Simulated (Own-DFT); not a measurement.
Simulation results for GaP (zincblende, strongly disordered by large displacements)

A calculation, not a measurement: plane-wave PBE density functional theory by an unreviewed code, no spin, of a simulated periodic cell, stress positive in tension, free energy of the whole cell less one offset for each atom, forces on such cells passed a denser k mesh, this cell's mesh not checked; broken bonds can close the gap or carry spin, so checks made on this kind of crystal may not hold here; offsets are fitted by least squares, one for each functional and potential file, so energies compare only between cells with the same atoms and settings and are not formation energies; the far tail of each file's local potential was reset to the Coulomb form; each entry is a single point on an unrelaxed cell, so the pressure reflects the starting lattice, mostly measured values (interpolated for alloys), from which strain is counted, and rises with the displacements; printed positions are rounded, which can move forces by about a meV/angstrom; the program, named Own-DFT, is a retired in-house code; no spin-orbit coupling. Program: Own-DFT development build.

```xyz
64
Lattice="10.9010 0.0000 0.0000 0.0000 10.9010 0.0000 0.0000 0.0000 10.9010" Properties=species:S:1:pos:R:3:force_x:R:1:force_y:R:1:force_z:R:1 formula=GaP functional=PBE potential_files=PseudoDojo_norm-conserving,scalar-relativistic,standard_set wave_cutoff=42 occupations=Fermi-Dirac smearing_width=0.1 hardware=one_NVIDIA_H100 k_mesh=3_x_3_x_3_centred_on_Gamma free_energy_of_cell_above_offsets=52.939 pressure=22.66 stress_xx=-22.21 stress_yy=-19.77 stress_zz=-26 stress_yz=2.34 stress_xz=-3.83 stress_xy=1.41 wall_time=581.5
Ga     0.1266    10.7207    10.5043      0.431      0.422      0.047
Ga    10.5653     2.4809     3.0207      2.278      1.611     -1.562
Ga     2.5502    10.6720     2.4376      0.913      1.755       0.45
Ga     2.2098     2.6783    10.6274      5.758      -7.85      6.221
P      1.4695     1.5536     1.4211     -2.656     -2.032      1.427
P      1.3719     4.0258     4.3428     -3.791      2.458     -2.536
P      4.4578     1.6511     3.9990     -1.215     -1.036        0.9
P      3.8299     3.4560     1.1632     -8.278      5.852     -4.694
Ga    10.7068    10.8547     5.5671      5.344      0.585     -0.923
Ga    10.3146     2.7668     8.2334      2.879     -0.643      2.352
Ga     2.6646     0.8947     7.9096       9.69     -5.096      5.348
Ga     2.4939     2.6391     5.3538      3.239     -2.256      1.166
P      1.1169     1.5653     7.1531     -7.712       2.87     -5.675
P      1.4784     3.8521     9.4224     -11.83      3.716      0.926
P      4.4257     0.8972     9.6177     -5.718      7.656     -9.488
P      4.1382     4.6731     6.5735     -5.147     -7.243      7.514
Ga     0.7334     5.2924     0.1127     -3.799     -8.879       -4.2
Ga    10.4722     7.8486     2.2589      6.708      -7.84      3.934
Ga     2.5577     5.2797     2.5476      0.046     -0.352      0.697
Ga     2.3366     8.3729     0.2782      0.267     -7.489      3.666
P      1.0860     6.9140     0.9272      0.641      4.888      6.836
P      1.9186     9.5045     4.1800     -2.412     -0.265      1.129
P      3.5823     6.8514     4.2834      0.855      0.075     -2.479
P      3.7020     9.5448     0.8277      3.514       -0.1      6.903
Ga    10.0503     5.1087     5.6666      6.983      5.763     -6.905
Ga     0.1893     7.4676     7.5799     -8.325      4.062      5.095
Ga     2.5265     4.3531     8.0016      6.331      5.146     -8.332
Ga     3.2840     8.5179     5.8518     -6.314     -4.809     -7.902
P      1.7285     6.6568     6.9548      7.626     -4.681     -3.266
P      1.7384     9.1185     9.5970     -5.145      5.661     -10.13
P      3.8352     6.4888     9.5420     -1.433      2.223      -1.15
P      4.2519     9.2979     7.1936     -1.221      8.766     -0.273
Ga     5.0311    10.7840     0.1387      7.561      -1.46      6.177
Ga     5.3208     2.8642     2.0821      4.827      1.991      9.339
Ga     8.0820    10.6859     3.0483     -1.694      0.696      1.964
Ga     7.7586     1.9779     0.1166      8.324      4.286      -8.25
P      6.4283     1.4805     1.2999      -2.24     -9.427      4.488
P      6.8162     4.3811     3.4722     -3.226     -0.267      0.628
P      9.5009     1.2791     4.5580     -1.828     -0.628       -3.6
P      9.6352     4.0357     1.3373       2.77     -3.682     -4.053
Ga     5.7677     0.3710     5.5955      0.363      -0.71      0.155
Ga     5.4886     2.4750     8.3014     -1.156      1.534      0.326
Ga     8.4734    10.0473     7.6287     -5.808      3.494      4.046
Ga     8.5256     2.8894     5.5255     -5.364     -2.499     -2.706
P      7.2049     1.5281     7.3715      1.388     -1.653     -2.918
P      6.5393     4.2166     9.3703      0.782     -0.613      1.067
P      9.2468     1.0765     9.0840     -0.919     -1.696      2.386
P      9.3059     3.9974     6.9426     -3.565      0.376      9.418
Ga     4.9431     5.1756    10.7683      1.896     -1.066      1.815
Ga     5.2711     7.9698     2.5927     -0.402      0.353      1.314
Ga     8.7466     5.1138     2.7629     -3.148     -2.988     -3.706
Ga     8.7230     8.8661     0.1765     -4.001     -2.755     -11.64
P      6.7314     6.3008     1.9262      -0.74     -0.961     -0.933
P      7.0840     8.9579     4.6764     -1.637      2.481     -1.426
P      9.1917     6.4168     4.0449      5.886      0.895     -2.344
P      9.3012     9.2136     1.8976     -2.648      9.627      6.175
Ga     5.1416     5.5392     5.3040      7.213      4.809     -7.194
Ga     5.4252     8.8255     8.5418      0.047     -10.41      1.787
Ga     7.7710     6.1141     8.3206     -2.106     -8.296      3.233
Ga     8.7670     7.5051     5.4776     -3.811      6.943      8.115
P      6.8220     6.8359     6.9463      -6.37      4.983     -9.928
P      6.5370     9.9845     9.4613      8.437      5.438      5.379
P      9.1738     6.6680     9.3896        9.6      4.036      6.762
P      9.9716     9.2781     6.6189      3.058     -5.765     -0.972
```

Units: wave_cutoff in hartree; smearing_width, free_energy_of_cell_above_offsets in eV; pressure, stress_xx, stress_yy, stress_zz, stress_yz, stress_xz, stress_xy in GPa; wall_time in s; force_x, force_y, force_z in eV/Å.
